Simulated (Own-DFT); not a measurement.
# A change of arrangement and its cost: As32Ga32, 64 atoms

All numbers below are calculated, not measured. They come from Own-DFT, an in-house plane-wave density functional program, since retired, whose code no person has reviewed. Each row is one single-point run on a periodic cell that was not relaxed, without spin or spin-orbit coupling.

Settings of every run: PBE; PseudoDojo norm-conserving scalar-relativistic files; cutoff 42 hartree; 3 x 3 x 3 k mesh centred on Gamma; Fermi-Dirac smearing of 0.1 eV.

Known limits, some of them of some rows only: not probed for a lower state with spin; forces on such cells failed a check on a denser k mesh; forces not confirmed at this smearing and k mesh; stress not checked against mesh or cutoff.

All cells hold the same atoms in the same cell, with vectors in Å (11.307, 0.000, 0.000); (0.000, 11.307, 0.000); (0.000, 0.000, 11.307). Every atom was moved at random from its ideal site; u is the rms move along one axis. The defect's site can differ from row to row. E is the free energy of the cell above the lowest run. The arrangements:

- A: zincblende GaAs
- B: zincblende GaAs, with one As on a Ga site and one Ga on an As site, 2.4 Å apart

```
arrangement   u (Å)  E (eV)  P (GPa)
          A  0.0189   0.000     3.51
          A  0.0196   0.024     3.52
          A  0.0213   0.076     3.53
          A  0.0466   2.007     3.91
          A  0.0470   1.925     3.93
          A  0.0516   2.611     4.09
          B  0.0302   3.099     3.94
          B  0.0303   3.117     3.95
          B  0.0313   3.135     3.92
          B  0.0473   4.668     4.27
          B  0.0475   4.530     4.22
          B  0.0508   4.465     4.25
```

Question: once the cost of the random moves is taken out, how do the arrangements rank?

## Worked answer

Fit E = a + b u², with one b for all and one a for each arrangement, and with residuals divided by u², since the noise grows with the moves. Then b = 1067 eV/Å², the scatter at u = 0.04 Å is 0.10 eV, and against A:

- B: 2.50 ± 0.04 eV (higher)

These are energies of unrelaxed cells. Relaxing the atoms lowers the strained arrangements most, so the gaps would shrink and small ones could change sign.
